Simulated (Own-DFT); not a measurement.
# Strain and stress in bcc W, 16 atoms (W16)

Calculated results; nothing here was measured. The program, named Own-DFT, is a retired in-house plane-wave density functional code that no person has reviewed. Each row is one single-point run on a periodic cell that was not relaxed, without spin or spin-orbit coupling.

Settings of every run: PBE; PseudoDojo norm-conserving scalar-relativistic files; cutoff 50 hartree; 5 x 5 x 5 k mesh centred on Gamma; cold (Marzari-Vanderbilt) smearing of 0.2 eV.

Known limits: forces on such cells failed a check on a denser k mesh; stress not checked against mesh or cutoff.

Unstrained cell vectors in Å: (6.330, 0.000, 0.000); (0.000, 6.330, 0.000); (0.000, 0.000, 6.330). The unstrained cell has measured lattice constants (interpolated for alloys), not those of this functional. That, the random moves and any unrelaxed bonds set the pressure at no strain. Each run strains this cell uniformly, with the atoms carried along. Every atom was also moved at random, by a Gaussian of width 0.05 Å on each axis. Strain is the symmetric tensor, in per cent. Stress is positive in tension, and the pressure is minus a third of its trace.

```
run  e_xx (%)  e_yy (%)  e_zz (%)  e_yz (%)  e_xz (%)  e_xy (%)  s_xx (GPa)  s_yy (GPa)  s_zz (GPa)  s_yz (GPa)  s_xz (GPa)  s_xy (GPa)  P (GPa)  E (meV/atom)
  1     -1.08      1.35     -0.55      0.54      0.52     -1.74      -12.93       -4.09      -10.70        1.86        1.39       -5.54     9.24          44.4
  2      0.97     -1.84      1.75      0.58      1.83     -1.04       -2.77      -12.35       -0.42        1.98        5.82       -3.06     5.18          27.1
  3      1.40     -0.73     -1.53      0.10      0.01     -1.45       -4.26      -11.79      -14.80        0.31        0.00       -4.84    10.28          10.7
  4     -0.65     -0.97      1.21      1.04     -1.94     -0.09      -10.67      -11.65       -5.04        3.37       -6.28        0.34     9.12          13.1
  5     -0.82      0.43      1.47      1.52     -0.07     -1.30       -8.54       -4.47       -1.18        4.53        0.09       -3.82     4.73          30.1
  6     -1.43      1.28      1.30      0.24      0.66     -0.96       -9.88       -0.79       -0.99        0.84        1.63       -2.81     3.89           2.2
  7      1.33      0.73     -0.70     -0.80      0.06      0.56       -0.55       -2.41       -6.91       -2.46        0.38        1.58     3.29           4.8
  8     -0.93     -1.52     -0.31     -0.20     -1.97     -0.23      -17.59      -21.16      -15.83       -0.54       -6.86       -0.71    18.19          78.1
  9      1.09      0.00      1.76     -0.44     -0.82      0.90        1.38       -1.31        3.52       -1.17       -2.19        2.30    -1.20           8.7
 10     -0.17      1.18      1.38      0.36     -0.37     -1.26       -2.80        1.40        1.75        0.91       -0.65       -3.50    -0.12           0.0
 11      0.18     -1.28      1.05     -1.86      1.65      0.00       -9.09      -13.84       -5.68       -6.45        5.85        1.05     9.54          62.9
 12     -0.86     -0.84     -1.47      0.86     -1.08      0.33      -18.89      -18.77      -21.51        2.72       -3.95        1.16    19.72          80.7
 13      1.50      1.11      1.24     -0.13      0.24      0.92        5.02        3.29        4.01       -0.33        0.52        2.44    -4.11           4.3
 14      0.81     -1.16      0.84     -1.70      1.98      1.39       -5.41      -11.50       -5.69       -6.02        6.73        4.83     7.54          66.4
 15     -0.09      0.73      1.60     -0.45      0.28      0.33           ?           ?           ?           ?           ?           ?        ?             ?
```

E is the free energy for each atom above the lowest run shown.

## Worked fit

Each stress component was fitted by least squares to a constant and the strains of the runs shown, as fractions, with shears doubled. Shear strains stay in the fit of a normal stress only where such slopes are resolved. The slopes, in GPa:

| stress | at no strain | per e_xx | per e_yy | per e_zz | scatter |
|---|---|---|---|---|---|
| s_xx | -8.2 | 560 ± 21 | 236 ± 19 | 218 ± 19 | 0.79 |
| s_yy | -8.3 | 235 ± 21 | 584 ± 20 | 226 ± 19 | 0.80 |
| s_zz | -8.4 | 230 ± 17 | 245 ± 15 | 552 ± 15 | 0.63 |

Each shear stress against twice its own strain: yz 164 ± 6, xz 158 ± 6, xy 154 ± 8 GPa. These are stiffnesses along x, y and z of the frame in which the cell vectors are given, which need not be the crystal's axes. The atoms are held to the strained lattice; where symmetry lets them move under strain, relaxing them would lower some slopes. The table should be nearly symmetric about its diagonal, and what it lacks of that shows the noise. A ninth of its sum, 343 ± 9 GPa, estimates the bulk modulus near the mean pressure of these runs, 6.8 GPa, so it lies above the value at zero pressure.

## Withheld run

Question: what normal stresses and pressure should run 15 give?

The fit gives s_xx = -3.5, s_yy = -0.6, s_zz = 2.0 and P = 0.7 GPa. The calculation gave -3.65, -0.74, 1.91 and P = 0.83 GPa.
